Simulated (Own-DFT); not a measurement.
GaP (zincblende, atoms displaced) (calculated)

All values are calculated (Own-DFT development build). A calculation, not a measurement: plane-wave PBE density functional theory by an unreviewed code, no spin, of a simulated periodic cell, stress positive in tension, free energy of the whole cell less one offset for each atom, forces on such cells passed a denser k mesh, this cell's mesh not checked; offsets are fitted by least squares, one for each functional and potential file, so energies compare only between cells with the same atoms and settings and are not formation energies; the far tail of each file's local potential was reset to the Coulomb form; each entry is a single point on an unrelaxed cell, so the pressure reflects the starting lattice, mostly measured values (interpolated for alloys), from which strain is counted, and rises with the displacements; printed positions are rounded, which can move forces by about a meV/angstrom; the program, named Own-DFT, is a retired in-house code; no spin-orbit coupling.

Common to all runs: functional PBE; potential files PseudoDojo norm-conserving, scalar-relativistic, standard set; wave cutoff 42 hartree; occupations Fermi-Dirac; smearing width 0.1 eV; hardware one NVIDIA H200; k mesh 2 x 3 x 3 centred on Gamma.

(1) 
```xyz
96
Lattice="16.3515 0.0000 0.0000 0.0000 10.9010 0.0000 0.0000 0.0000 10.9010" Properties=species:S:1:pos:R:3:force_x:R:1:force_y:R:1:force_z:R:1 formula=GaP free_energy_of_cell_above_offsets=-38.263 pressure=4.97 stress_xx=-5.01 stress_yy=-4.99 stress_zz=-4.91 stress_yz=0.93 stress_xz=-0.26 stress_xy=-0.5 wall_time=965.5
Ga    16.3122    10.7664     0.0054      0.939      1.764     -0.977
Ga    16.1965     2.7674     2.7316      1.759     -0.562      0.039
Ga     2.7271     0.0336     2.6831      0.455     -0.342      0.391
Ga     2.7715     2.6687    10.8351     -1.463      0.218       0.65
P      1.3385     1.3085     1.3404     -0.438      0.951      0.072
P      1.3310     4.0433     4.2038       1.14     -1.106     -2.005
P      4.1117     1.3214     4.2720     -0.403       0.24     -3.674
P      4.0970     4.0236     1.2321     -0.899     -0.306      1.755
Ga    16.2103     0.1110     5.5597      0.747     -0.932     -1.307
Ga     0.1174     2.7961     8.1221     -1.746      0.512      0.255
Ga     2.6465    10.7512     8.3219      2.241      1.702       -2.6
Ga     2.7093     2.5401     5.4031     -1.427      0.875      1.758
P      1.1890     1.2830     6.9233      2.463     -0.196     -0.588
P      1.4538     4.0776     9.4560     -0.863      0.233       1.54
P      4.0001     1.3363     9.5852      1.885     -0.437     -1.128
P      4.0866     4.0071     6.7118     -0.097     -0.137      0.166
Ga    16.3260     5.4303     0.1190      0.653      0.855     -1.838
Ga    16.2419     8.1806     2.6471      1.687     -0.597      1.232
Ga     2.7297     5.4323     2.7680       0.54     -0.696      0.234
Ga     2.6296     8.1195     0.0584      1.264      0.374     -2.108
P      1.5049     6.7372     1.3398      -1.96     -0.087       1.01
P      1.4267     9.5806     4.0894     -1.389     -0.055     -0.059
P      4.0837     6.7987     4.1490     -0.684     -0.219     -0.398
P      4.0273     9.5556     1.1872      0.222     -0.664      2.088
Ga     0.0846     5.3508     5.4123     -1.492      1.899      1.979
Ga     0.1328     8.1537     8.1817     -2.545       0.48      0.953
Ga     2.8541     5.2915     8.1877      0.425      1.567     -0.344
Ga     2.6101     8.1031     5.4450      0.709      0.685     -0.111
P      1.5038     6.9599     7.0654      0.417     -3.125     -2.131
P      1.3632     9.5433     9.4685     -1.465     -1.597      2.703
P      4.2615     6.8657     9.3755     -1.694     -1.681       2.18
P      4.1292     9.4402     6.7438     -1.029      1.643     -0.191
Ga     5.4456     0.0510     0.1596      0.937      0.121     -1.764
Ga     5.4041     2.7621     2.7625     -0.983     -1.757     -1.377
Ga     8.1521     0.0946     2.7345     -0.019     -3.379      0.001
Ga     7.9870     2.7127    10.7213      3.725     -3.077      3.417
P      6.9486     1.3766     1.4302     -1.971      1.053     -0.707
P      6.6046     4.0320     4.0185      2.631      1.296      1.046
P      9.4364     1.2290     4.0794      1.623       2.32      1.081
P      9.5944     4.3134     1.1044     -3.339     -4.264      4.261
Ga     5.4519     0.1432     5.4726      1.524     -2.625      1.131
Ga     5.5362     2.8415     8.1551     -0.349      -0.79      0.362
Ga     8.2204    10.8579     8.1203     -0.092      0.159     -1.054
Ga     8.1489     2.9522     5.4723     -1.402     -2.314     -1.741
P      6.8615     1.4422     6.7882       0.23     -0.237      0.281
P      7.0565     4.0597     9.5796     -4.039      3.175     -3.039
P      9.4895     1.3371     9.4498     -1.022     -0.397      1.739
P      9.4841     3.9940     6.7581      2.035      1.823      1.904
Ga     5.3948     5.2434    10.8186      1.429      1.971      -0.52
Ga     5.3797     8.0448     2.6809      0.248      0.386      -0.69
Ga     8.1969     5.3648     2.8180      0.241      0.447      -0.62
Ga     8.1807     8.1586     0.0341     -1.314     -1.159     -1.425
P      6.8499     6.6765     1.3724     -0.721      0.127     -0.335
P      6.8005     9.2685     4.1119     -0.679      2.699     -0.684
P      9.6841     6.7506     4.1390     -1.903      0.592     -0.481
P      9.4178     9.3719     1.3316      1.723      2.715      1.414
Ga     5.4214     5.4127     5.4079      0.555      0.797      1.152
Ga     5.4137     8.2816     8.1537       1.65     -0.232     -0.695
Ga     8.2161     5.5432     8.2437      1.115      -0.37     -0.367
Ga     8.2864     8.2865     5.4609      -0.76     -2.492     -0.291
P      6.9032     6.7835     6.9256     -1.163      0.472     -1.663
P      6.8926     9.5501     9.3909     -0.833      0.131      2.127
P      9.6488     6.9022     9.5219      -1.54     -1.736      1.508
P      9.5239     9.3747     6.8477      1.758      2.303      0.296
Ga    10.8768     0.1484    10.8868     -0.037     -1.257      0.634
Ga    11.0079     2.6913     2.7203     -1.176        0.6      -0.09
Ga    13.5474    10.8493     2.8511      1.128     -0.009     -1.785
Ga    13.6071     2.6985    10.6291      -0.21      0.513       1.24
P     12.3731     1.3706     1.3928      -0.25      0.008     -0.854
P     12.3860     4.0287     4.1651     -2.302      2.802     -2.289
P     14.9958     1.2883     3.9871     -0.713       0.28      0.964
P     15.0287     4.0978     1.3628     -1.334     -0.557     -0.936
Ga    11.0481     0.0893     5.4030     -1.637     -1.578     -0.286
Ga    10.8461     2.6195     8.3411      0.307      1.254     -1.905
Ga    13.5842    10.7381     8.0390      1.136     -0.011      1.614
Ga    13.4097     2.5853     5.2564      2.291     -2.176      3.045
P     12.1188     1.1380     7.0401      0.591       2.35     -1.507
P     12.1205     4.2268     9.4319          1     -3.312      0.305
P     15.0387     1.3646     9.4750      0.091     -0.789     -0.601
P     14.8953     3.9969     6.7242     -0.104      0.431      0.588
Ga    10.8753     5.2798    10.7946      1.653      4.926     -0.645
Ga    10.8789     8.1266     2.7680     -0.554      0.793     -0.111
Ga    13.7246     5.4917     2.6282     -1.031      0.927      0.745
Ga    13.6674     8.3364     0.0899     -1.476     -0.927     -1.169
P     12.2032     7.0459     1.3526      1.085     -2.587     -0.724
P     12.3308     9.4625     4.0679     -0.992     -0.107      1.058
P     14.9718     6.8833     4.1835      0.553     -0.888     -0.636
P     15.0798     9.4891     1.2708       -1.1      1.128      1.859
Ga    10.8907     5.4833     5.4567      1.343     -1.009      1.607
Ga    10.8826     8.2312     8.3622      0.237      0.501      -1.55
Ga    13.4402     5.4847     8.2913      2.955      0.234      -1.39
Ga    13.7136     8.2871     5.5690     -1.791     -1.948     -0.595
P     12.2179     6.8672     7.0902      -0.23      0.587     -2.919
P     12.2189     9.5594     9.5442      0.809      1.055      1.027
P     14.8337     6.9311     9.5562      1.474     -0.968      0.194
P     15.0394     9.4801     6.7793      1.037      0.714      1.295
```

Units: free_energy_of_cell_above_offsets in eV; pressure, stress_xx, stress_yy, stress_zz, stress_yz, stress_xz, stress_xy in GPa; wall_time in s; force_x, force_y, force_z in eV/Å.

(2) 
```xyz
96
Lattice="16.3515 0.0000 0.0000 0.0000 10.9010 0.0000 0.0000 0.0000 10.9010" Properties=species:S:1:pos:R:3:force_x:R:1:force_y:R:1:force_z:R:1 formula=GaP free_energy_of_cell_above_offsets=-40.584 pressure=4.55 stress_xx=-4.39 stress_yy=-4.69 stress_zz=-4.58 stress_yz=0.77 stress_xz=0.61 stress_xy=-1.66 wall_time=1005
Ga     0.0257     0.1688    10.8819     -0.702     -0.811     -0.542
Ga     0.0554     2.5268     2.9145      0.407      1.938     -2.445
Ga     2.6348     0.1054     2.9424       0.54     -0.122     -3.628
Ga     2.7502     2.7518    10.7437      0.635     -1.062       1.85
P      1.3073     1.3716     1.3241      1.864       0.48       0.88
P      1.3147     4.0091     4.1676     -0.822      1.865     -1.408
P      3.9983     1.4417     3.9815      2.003     -0.078      1.128
P      4.1048     3.9509     1.4161     -0.532       0.79     -0.657
Ga     0.0395     0.1588     5.4529     -0.971     -0.874     -0.349
Ga     0.1721     2.7877     8.2967     -2.292     -1.639     -1.764
Ga     2.9109    10.7143     8.1372     -2.523      1.892      1.124
Ga     2.5746     2.6587     5.2774      1.464      -0.03      2.231
P      1.4246     1.3699     6.8119      0.193     -0.355      1.009
P      1.2820     3.9681     9.6889      0.814      3.432     -0.201
P      4.0966     1.3658     9.3950     -1.737     -2.224      2.753
P      3.9553     4.0915     6.7718      0.983     -1.312     -0.569
Ga     0.0055     5.4851     0.2393      -0.87      -0.37     -1.305
Ga    16.3172     8.1965     2.6324      0.375     -0.164      -0.29
Ga     2.7752     5.4125     2.8672      0.468     -0.577      0.183
Ga     2.6295     8.3208    10.8497       1.07     -1.871      0.941
P      1.5791     6.6725     1.3870     -1.259      1.724       -0.1
P      1.3769     9.6249     3.9699     -1.812     -1.403      1.809
P      4.0881     6.9438     4.1211     -0.008     -0.109     -0.425
P      4.0558     9.5186     1.2924      0.117      1.841       0.34
Ga    16.2945     5.5005     5.3974     -0.219     -0.344       0.17
Ga    16.3244     8.1590     8.1928     -0.878       0.74     -0.559
Ga     2.7780     5.3782     8.1957     -1.696      0.429     -0.039
Ga     2.6673     8.3071     5.4624      0.066     -0.132     -0.615
P      1.2235     6.9630     6.6716      1.134     -1.069      1.165
P      1.3670     9.5445     9.5430     -1.003      0.965     -1.047
P      4.0461     6.7725     9.5393     -1.543      -0.45      1.287
P      4.1110     9.7236     6.6997     -0.391     -4.114      1.207
Ga     5.5514     0.0941    10.8091     -0.397     -0.063      1.172
Ga     5.5199     2.6117     2.6336      0.641      0.175      0.015
Ga     8.0786    10.7929     2.8543      2.189      1.283     -2.263
Ga     8.0989     2.6980    10.8461      1.956      0.688      -0.02
P      7.0671     1.3678     1.3540     -2.292     -1.275      0.685
P      6.8047     4.1503     3.9192     -0.106     -0.551      1.573
P      9.5452     1.2037     4.0333      0.469      1.209      0.757
P      9.5014     4.0565     1.5220     -0.147      1.367     -2.168
Ga     5.3217    10.8488     5.4303      3.369      2.598     -2.246
Ga     5.3333     2.5006     8.1942      3.141      3.105     -3.022
Ga     8.1170    10.6716     8.1872       0.84      0.831     -0.851
Ga     8.2488     2.8078     5.4830      0.453      0.257     -1.756
P      7.0719     1.4129     6.7501     -2.866     -1.522      1.071
P      6.7995     4.0490     9.5950     -1.228      -0.08     -0.684
P      9.4830     1.2631     9.5079     -0.015      0.443      0.195
P      9.6716     4.0148     6.8977      -0.54      1.046      -1.16
Ga     5.3648     5.4082     0.0191      0.552     -0.121      0.347
Ga     5.4880     8.2755     2.5756     -0.438     -0.075      1.167
Ga     8.2481     5.5966     2.8064     -1.469     -1.148     -1.705
Ga     8.2857     8.1706     0.0738     -1.438     -1.631     -0.851
P      6.7107     6.8456     1.3558      1.509     -0.832     -0.529
P      6.9669     9.4684     4.0521     -3.452     -0.867      1.256
P      9.4683     6.7922     4.1560      0.554     -0.223      1.673
P      9.5250     9.4159     1.2988       1.03      1.785      2.231
Ga     5.3603     5.4204     5.3786      0.416       0.09      0.239
Ga     5.2039     8.1344     8.3266      2.425      1.417     -1.692
Ga     8.2195     5.2496     8.2131     -0.265      1.754     -0.123
Ga     8.1859     8.1854     5.4946       -0.5     -0.621      0.514
P      6.6513     6.8770     6.7986      0.935     -0.634      0.654
P      6.8722     9.4741     9.6958     -1.071     -0.521     -1.458
P      9.6795     6.8591     9.6072      -1.95     -1.272     -0.376
P      9.6317     9.5435     6.6147     -1.391     -1.732      2.975
Ga    10.8708    10.8930     0.0123      0.025       0.52      0.485
Ga    10.8446     2.7227     2.6803      0.949     -0.959       0.85
Ga    13.5863    10.8245     2.7207      0.849      0.775     -0.636
Ga    13.4251     2.7441     0.0007       1.46       0.86     -0.233
P     12.3700     1.3943     1.3463     -2.149      -1.19      0.945
P     12.3408     4.1182     4.0250      -1.04     -0.666      0.548
P     14.9312     1.4246     3.9967     -1.171     -1.575      1.794
P     14.9547     3.9690     1.3005      0.426      0.342      1.395
Ga    10.9532    10.8341     5.5305     -0.234      0.674     -2.586
Ga    10.9037     2.7090     8.2470      0.275     -0.727      0.634
Ga    13.5030    10.7533     8.1145       0.38      1.597      0.235
Ga    13.6298     2.7662     5.4890     -0.709     -0.717     -0.331
P     12.0537     1.3260     6.7475      2.598      1.547      1.497
P     12.2357     4.1591     9.6020     -0.385      -0.52     -1.044
P     14.9114     1.5020     9.6962      0.299     -0.949     -2.389
P     15.0253     4.0315     6.7745       0.34      0.736      1.309
Ga    11.0733     5.6173     0.0069     -0.815     -0.879       1.31
Ga    10.7048     8.0071     2.8008      2.381      1.561     -1.259
Ga    13.7310     5.4071     2.7738     -0.098     -0.762      -1.57
Ga    13.6163     8.2105    10.8819     -0.084      0.729     -0.533
P     12.4811     6.8231     1.3785     -1.433      0.167      1.108
P     12.3345     9.6338     4.1261     -1.205     -2.028     -0.127
P     14.9247     6.8041     4.0145      1.487      0.543      0.136
P     14.9952     9.6474     1.2341      0.256     -0.834      0.441
Ga    10.9537     5.4272     5.4221      0.111     -0.168      0.214
Ga    10.8910     8.0736     8.2054       0.59      1.254     -1.467
Ga    13.6186     5.4521     8.2497     -0.825     -1.769     -2.315
Ga    13.5424     7.9872     5.3707      1.324      2.676     -0.712
P     12.3395     6.8421     6.7160     -1.762     -1.618      2.029
P     12.1410     9.5732     9.5363      0.528      -0.86      0.052
P     14.7610     6.8501     9.3695      2.961      1.159      2.493
P     14.9011     9.5919     6.7147      0.882     -0.787     -0.027
```

Units: free_energy_of_cell_above_offsets in eV; pressure, stress_xx, stress_yy, stress_zz, stress_yz, stress_xz, stress_xy in GPa; wall_time in s; force_x, force_y, force_z in eV/Å.
